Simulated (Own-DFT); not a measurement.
Hf$_{32}$O$_{63}$ (monoclinic hafnia with one vacancy, atoms displaced) (calculated)

All values are calculated (Own-DFT development build). A calculation, not a measurement: plane-wave density functional theory by an unreviewed code, no spin, of a simulated periodic cell, stress positive in tension, run twice, with PBE and with PBEsol, both on files made for PBE, so the change isn't that of files made for PBEsol, defect cell not probed for a lower state with spin; hafnium file: forces about 75 meV/angstrom off all-electron values; oxygen file: force components 24 meV/angstrom off all-electron in one glass; forces on such cells passed a denser k mesh, this cell's mesh not checked; the far tail of each file's local potential was reset to the Coulomb form; each entry is a single point on an unrelaxed cell, so the pressure reflects the starting lattice, mostly measured values (interpolated for alloys), from which strain is counted, and rises with the displacements; printed positions are rounded, which can move forces by about a meV/angstrom; the program, named Own-DFT, is a retired in-house code; no spin-orbit coupling; stress was not checked against mesh or cutoff.

```cif
# cell vector a (Å): 10.2340 0.0000 0.0000
# cell vector b (Å): 0.0000 10.3500 0.0000
# cell vector c (Å): -1.6955 0.0000 10.4453
data_Hf32O63
_symmetry_space_group_name_H-M 'P 1'
_symmetry_Int_Tables_number 1
_cell_length_a 10.2340
_cell_length_b 10.3500
_cell_length_c 10.5820
_cell_angle_alpha 90.000
_cell_angle_beta 99.220
_cell_angle_gamma 90.000
_cell_volume 1106.39
loop_
_atom_site_label
_atom_site_type_symbol
_atom_site_fract_x
_atom_site_fract_y
_atom_site_fract_z
_atom_site_occupancy
Hf1 Hf 0.13477 0.01437 0.09873 1
Hf2 Hf 0.35479 0.27552 0.14933 1
Hf3 Hf 0.36225 0.48549 0.39921 1
Hf4 Hf 0.13829 0.22266 0.36633 1
O1 O 0.04962 0.16863 0.17031 1
O2 O 0.47089 0.42335 0.07382 1
O3 O 0.47436 0.33747 0.32794 1
O4 O 0.03634 0.08334 0.43415 1
O5 O 0.21768 0.37717 0.23838 1
O6 O 0.27187 0.12471 0.01850 1
O7 O 0.27101 0.12224 0.26678 1
O8 O 0.23411 0.37503 0.49224 1
Hf5 Hf 0.14206 0.02977 0.60654 1
Hf6 Hf 0.36142 0.26903 0.64516 1
Hf7 Hf 0.35840 0.47869 0.89579 1
Hf8 Hf 0.12750 0.22773 0.86102 1
O9 O 0.04197 0.15188 0.67682 1
O10 O 0.46058 0.42206 0.57311 1
O11 O 0.45181 0.34098 0.81823 1
O12 O 0.04374 0.10400 0.92960 1
O13 O 0.23694 0.36893 0.74168 1
O14 O 0.27378 0.12079 0.51995 1
O15 O 0.27064 0.12729 0.76191 1
O16 O 0.21552 0.38047 0.98094 1
Hf9 Hf 0.14008 0.51795 0.11899 1
Hf10 Hf 0.35336 0.77323 0.14579 1
Hf11 Hf 0.36124 0.98045 0.39189 1
Hf12 Hf 0.15285 0.73683 0.37137 1
O17 O 0.03789 0.64973 0.17882 1
O18 O 0.45979 0.91398 0.05692 1
O19 O 0.47417 0.83647 0.32299 1
O20 O 0.03894 0.59350 0.42180 1
O21 O 0.23341 0.88700 0.23450 1
O22 O 0.27624 0.62885 0.01273 1
O23 O 0.29041 0.63022 0.26674 1
O24 O 0.22712 0.86288 0.49422 1
Hf13 Hf 0.14039 0.52103 0.60773 1
Hf14 Hf 0.35234 0.78677 0.63893 1
Hf15 Hf 0.35610 0.97250 0.90420 1
Hf16 Hf 0.14679 0.74053 0.85680 1
O25 O 0.04524 0.67672 0.68422 1
O26 O 0.47269 0.90900 0.58534 1
O27 O 0.46674 0.81565 0.81182 1
O28 O 0.04170 0.56709 0.92514 1
O29 O 0.27222 0.63208 0.50446 1
O30 O 0.26921 0.61164 0.75732 1
O31 O 0.20148 0.87336 0.98423 1
Hf17 Hf 0.62953 0.01558 0.09931 1
Hf18 Hf 0.85326 0.27158 0.14977 1
Hf19 Hf 0.85665 0.47333 0.39409 1
Hf20 Hf 0.64638 0.22915 0.35661 1
O32 O 0.53938 0.16319 0.17505 1
O33 O 0.96750 0.41372 0.08528 1
O34 O 0.96938 0.33147 0.32949 1
O35 O 0.54181 0.07434 0.42382 1
O36 O 0.73577 0.39040 0.24359 1
O37 O 0.77524 0.12527 0.01850 1
O38 O 0.77782 0.10394 0.25964 1
O39 O 0.72370 0.37079 0.49012 1
Hf21 Hf 0.62632 0.00927 0.59822 1
Hf22 Hf 0.85712 0.27936 0.65384 1
Hf23 Hf 0.86383 0.49107 0.89027 1
Hf24 Hf 0.63220 0.22536 0.86155 1
O40 O 0.52938 0.17367 0.67412 1
O41 O 0.95666 0.41553 0.56893 1
O42 O 0.95737 0.33592 0.82597 1
O43 O 0.53830 0.08798 0.93979 1
O44 O 0.72399 0.38504 0.73640 1
O45 O 0.76132 0.13180 0.51429 1
O46 O 0.77428 0.12050 0.76996 1
O47 O 0.71766 0.36484 0.98914 1
Hf25 Hf 0.63869 0.52708 0.09207 1
Hf26 Hf 0.85272 0.76338 0.14702 1
Hf27 Hf 0.86654 0.96921 0.39400 1
Hf28 Hf 0.64739 0.72937 0.36321 1
O48 O 0.53317 0.65842 0.17157 1
O49 O 0.97298 0.91290 0.06878 1
O50 O 0.97263 0.83162 0.31797 1
O51 O 0.54367 0.58913 0.43293 1
O52 O 0.73522 0.88711 0.24099 1
O53 O 0.78322 0.62879 0.01181 1
O54 O 0.77620 0.61714 0.24492 1
O55 O 0.72177 0.87162 0.48887 1
Hf29 Hf 0.63623 0.51980 0.59931 1
Hf30 Hf 0.85780 0.76991 0.63717 1
Hf31 Hf 0.86274 0.97009 0.88477 1
Hf32 Hf 0.63550 0.71986 0.85554 1
O56 O 0.51705 0.66695 0.68476 1
O57 O 0.96300 0.91976 0.59068 1
O58 O 0.96259 0.82550 0.83190 1
O59 O 0.52119 0.58170 0.91436 1
O60 O 0.72547 0.87748 0.74702 1
O61 O 0.77923 0.63678 0.52531 1
O62 O 0.77421 0.61345 0.76419 1
O63 O 0.70851 0.88108 0.99991 1
_calc_functional 'PBE, then PBEsol'
_calc_potential_files 'PseudoDojo norm-conserving, scalar-relativistic, standard set'
_calc_wave_cutoff 72  # hartree
_calc_occupations 'Fermi-Dirac'
_calc_smearing_width 0.1  # eV
_calc_k_mesh '2 x 2 x 2 centred on Gamma'
_calc_PBE_pressure 8.26  # GPa
_calc_PBE_stress_xx -6.54  # GPa
_calc_PBE_stress_yy -8.89  # GPa
_calc_PBE_stress_zz -9.36  # GPa
_calc_PBE_stress_yz 0.08  # GPa
_calc_PBE_stress_xz -0.38  # GPa
_calc_PBE_stress_xy -1.36  # GPa
_calc_PBEsol_pressure 1.86  # GPa
_calc_PBEsol_stress_xx -0.16  # GPa
_calc_PBEsol_stress_yy -2.53  # GPa
_calc_PBEsol_stress_zz -2.88  # GPa
_calc_PBEsol_stress_yz 0.13  # GPa
_calc_PBEsol_stress_xz 0.01  # GPa
_calc_PBEsol_stress_xy -1.35  # GPa
_calc_rms_change_of_force_components_from_PBE_to_PBEsol 0.065  # eV/angstrom
```

Force:
```csv
force element,PBE force x (eV/Å),PBE force y (eV/Å),PBE force z (eV/Å),PBEsol force x (eV/Å),PBEsol force y (eV/Å),PBEsol force z (eV/Å)
Hf,-1.178,2.855,1.853,-1.144,2.844,1.781
Hf,1.787,-0.341,-0.634,1.73,-0.306,-0.58
Hf,0.873,-1.146,-0.36,0.841,-1.159,-0.295
Hf,-0.193,1.233,-2.473,-0.184,1.15,-2.458
O,-1.795,0.376,1.105,-1.719,0.362,1.132
O,-1.543,-1.964,0.824,-1.51,-1.877,0.745
O,-0.967,0.272,-0.128,-0.955,0.244,-0.169
O,-0.664,-0.338,-1.195,-0.609,-0.338,-1.111
O,1.343,-0.255,1.539,1.369,-0.249,1.471
O,1.689,0.414,-0.194,1.581,0.38,-0.193
O,1.458,-0.147,1.031,1.361,-0.15,1.018
O,-1.325,-0.717,-0.751,-1.224,-0.691,-0.725
Hf,-0.762,-2.265,2,-0.8,-2.017,1.855
Hf,-0.227,1.136,0.735,-0.244,1.165,0.774
Hf,-1.652,-0.521,-0.631,-1.615,-0.558,-0.62
Hf,4.374,4.4,-2.408,4.296,4.265,-2.386
O,-3.257,3.087,0.731,-3.12,3.001,0.755
O,0.997,0.087,0.272,0.972,0.117,0.204
O,3.308,-1.589,1.268,3.193,-1.568,1.188
O,-5.024,-5.616,0.985,-4.866,-5.512,1.005
O,-2.933,1.749,-1.499,-2.765,1.721,-1.46
O,1.577,0.368,-1.68,1.453,0.357,-1.635
O,0.957,-2.006,0.922,0.859,-1.937,0.862
O,0.645,-1.435,1.687,0.68,-1.392,1.643
Hf,-0.617,-0.129,-3.203,-0.631,-0.101,-3.168
Hf,2.267,-2.251,-0.239,2.191,-2.193,-0.188
Hf,1.339,0.868,-0.363,1.315,0.82,-0.357
Hf,-2.624,-3.304,-5.082,-2.548,-3.318,-4.962
O,-1.275,2.58,0.522,-1.228,2.5,0.527
O,-0.941,-2.555,2.937,-0.936,-2.445,2.801
O,-0.45,0.366,0.329,-0.463,0.337,0.296
O,-1.133,-0.883,1.017,-1.055,-0.856,1.04
O,-0.402,-0.779,1.407,-0.311,-0.765,1.369
O,-0.029,1.527,0.465,-0.08,1.499,0.455
O,-0.566,0.032,0.145,-0.601,0.048,0.155
O,-0.058,3.765,-0.033,0.027,3.649,-0.029
Hf,-0.345,-0.068,0.317,-0.297,0.002,0.288
Hf,0.848,-4.801,3.74,0.977,-4.745,3.594
Hf,0.524,2.373,-3.526,0.557,2.351,-3.266
Hf,-1.551,-4.54,-1.219,-1.593,-4.57,-1.15
O,-0.983,-0.634,-2.163,-0.947,-0.606,-2.057
O,-1.648,0.353,-2.083,-1.629,0.352,-2.064
O,-2.537,4.272,2.947,-2.464,4.125,2.808
O,0.184,1.771,-0.654,0.142,1.692,-0.584
O,0.905,-0.632,1.688,0.813,-0.611,1.633
O,0.154,1.188,0.07,0.082,1.146,0.077
O,2.417,0.878,0.604,2.416,0.872,0.577
Hf,2.165,1.535,2.797,2.153,1.559,2.68
Hf,2.77,-0.773,-1.51,2.7,-0.686,-1.468
Hf,2.721,0.973,-0.205,2.662,0.852,-0.187
Hf,-1.036,-1.348,-0.808,-1.02,-1.368,-0.786
O,-1.411,1.295,0.759,-1.355,1.27,0.782
O,-1.193,-0.556,-0.298,-1.16,-0.53,-0.298
O,-0.616,0.137,0.616,-0.625,0.126,0.556
O,-1.882,0.078,-1.01,-1.835,0.036,-0.917
O,-1.488,-1.568,-0.33,-1.363,-1.541,-0.3
O,0.28,0.341,-0.39,0.18,0.348,-0.372
O,0.209,2.479,1.083,0.135,2.411,1.062
O,-0.28,0.834,-0.194,-0.207,0.824,-0.194
Hf,3.12,3.846,2.347,3.059,3.801,2.227
Hf,-0.093,-2.159,-0.739,-0.131,-2.021,-0.695
Hf,1.383,-2.501,2.553,1.365,-2.465,2.499
Hf,0.359,0.629,-0.787,0.367,0.554,-0.771
O,1.677,-1.926,-0.045,1.616,-1.849,0.016
O,1.303,0.31,1.17,1.231,0.314,1.087
O,0.503,-0.265,-0.372,0.48,-0.275,-0.42
O,-2.16,0.294,-3.194,-2.07,0.267,-3.058
O,-0.434,-0.76,-0.011,-0.325,-0.741,-0.041
O,1.402,0.155,0.187,1.282,0.171,0.156
O,-0.071,0.225,-0.577,-0.118,0.219,-0.537
O,0.414,0.993,0.146,0.441,0.961,0.152
Hf,-1.39,-1.539,1.027,-1.377,-1.462,1.001
Hf,2.758,1.817,-0.003,2.649,1.791,0.048
Hf,0.189,1.576,0.34,0.168,1.494,0.318
Hf,-1.481,-0.284,-3.036,-1.469,-0.299,-2.96
O,-0.176,1.514,0.586,-0.151,1.477,0.59
O,-2.087,-1.176,-0.213,-2.012,-1.101,-0.274
O,-0.355,0.765,1.164,-0.386,0.732,1.113
O,-0.488,0.494,-1.514,-0.451,0.465,-1.43
O,-0.839,-2.844,0.806,-0.728,-2.782,0.799
O,-0.684,0.155,-1.376,-0.736,0.135,-1.332
O,-0.367,0.927,2.595,-0.402,0.921,2.496
O,0.299,-0.06,0.08,0.341,-0.07,0.071
Hf,-1.809,0.138,2.805,-1.765,0.164,2.711
Hf,2.081,1.685,4.389,2.024,1.71,4.312
Hf,-0.805,1.938,2.676,-0.823,1.833,2.628
Hf,-0.799,1.127,-1.128,-0.824,1.049,-1.169
O,2.85,-2.377,-2.395,2.796,-2.266,-2.267
O,0.033,-0.438,-1.378,0.002,-0.448,-1.413
O,0.421,-0.078,-0.282,0.419,-0.057,-0.313
O,2.838,1.207,1.171,2.791,1.175,1.188
O,-0.158,-0.739,-1.208,-0.078,-0.725,-1.177
O,-0.179,-2.219,-3.203,-0.251,-2.148,-3.12
O,-0.671,2.141,-1.513,-0.716,2.078,-1.459
O,2.207,-3.03,-2.202,2.199,-2.94,-2.133
```
